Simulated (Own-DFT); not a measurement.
# What a change of functional does to the pressure

These are calculations, not measurements. The program, named Own-DFT, is a retired in-house plane-wave density functional code that no person has reviewed. Each row is one single-point run on a periodic cell that was not relaxed, without spin or spin-orbit coupling.

Known limits, some of them of some rows only: forces on such cells failed a check on a denser k mesh; forces on such cells moved up to 12 meV/angstrom on a denser k mesh; forces on such cells passed a denser k mesh, each cell not checked; stress not checked against mesh or cutoff.

Each cell was run twice at the same cutoff, k mesh and smearing, with PBE and with PBEsol, on PseudoDojo norm-conserving files made for PBE. Atoms were moved at random from their sites; u is the rms move along one axis. Files made for PBEsol would give a somewhat different change.

| cell | atoms | volume (Å³/atom) | u (Å) | cutoff (hartree) | P with PBE (GPa) | P with PBEsol (GPa) | change (GPa) |
|---|---|---|---|---|---|---|---|
| C11b WSi2 with one Si on a W site (Si21W9) | 30 | 13.44 | 0.059 | 50 | 8.39 | 4.53 | -3.85 |
| C11b WSi2 with one Si on a W site (Si21W9) | 30 | 13.44 | 0.031 | 50 | 6.18 | 2.33 | -3.85 |
| C11b WSi2 with one Si on a W site (Si21W9) | 30 | 13.44 | 0.049 | 50 | 7.07 | 3.22 | -3.85 |
| C40 NbSi2 with two Nb vacancies (Nb10Si24) | 34 | 15.50 | 0.055 | 42 | 1.37 | -1.89 | -3.27 |
| C40 NbSi2 with two Nb vacancies (Nb10Si24) | 34 | 15.50 | 0.079 | 42 | 2.78 | -0.48 | -3.26 |
| C40 NbSi2 with two Nb vacancies (Nb10Si24) | 34 | 15.50 | 0.028 | 42 | 0.06 | -3.20 | -3.26 |
| D0_22 TiAl3 with two Al vacancies (Al28Ti10) | 38 | 16.46 | 0.049 | 42 | 1.42 | -0.41 | -1.83 |
| D0_22 TiAl3 with two Al vacancies (Al28Ti10) | 38 | 16.46 | 0.028 | 42 | 1.27 | -0.57 | -1.84 |
| D0_22 TiAl3 with two Al vacancies (Al28Ti10) | 38 | 16.46 | 0.046 | 42 | 1.70 | ? | ? |
| beta-Si3N4 (N24Si18) | 42 | 10.21 | 0.052 | 42 | 14.37 | 11.93 | -2.44 |
| beta-Si3N4 (N64Si48) | 112 | 10.47 | 0.050 | 42 | 7.79 | 5.39 | -2.39 |
| beta-Si3N4 (N24Si18) | 42 | 10.41 | 0.045 | 42 | 7.34 | 4.93 | -2.41 |

## Worked reading

Mean change of pressure by composition, in GPa: Si7W3, -3.85; Nb5Si12, -3.26; N4Si3, -2.41; Al14Ti5, -1.84. At a fixed cell PBEsol gives the lower pressure, because it favours a smaller volume than PBE. Here the change varies more between materials than between cells of one material.

## Withheld value

Question: what PBEsol pressure should the Al28Ti10 cell with the blank give?

Adding the mean change of the cells with its composition, -1.84 GPa, to 1.70 gives -0.1 GPa. The calculation gave -0.13 GPa.
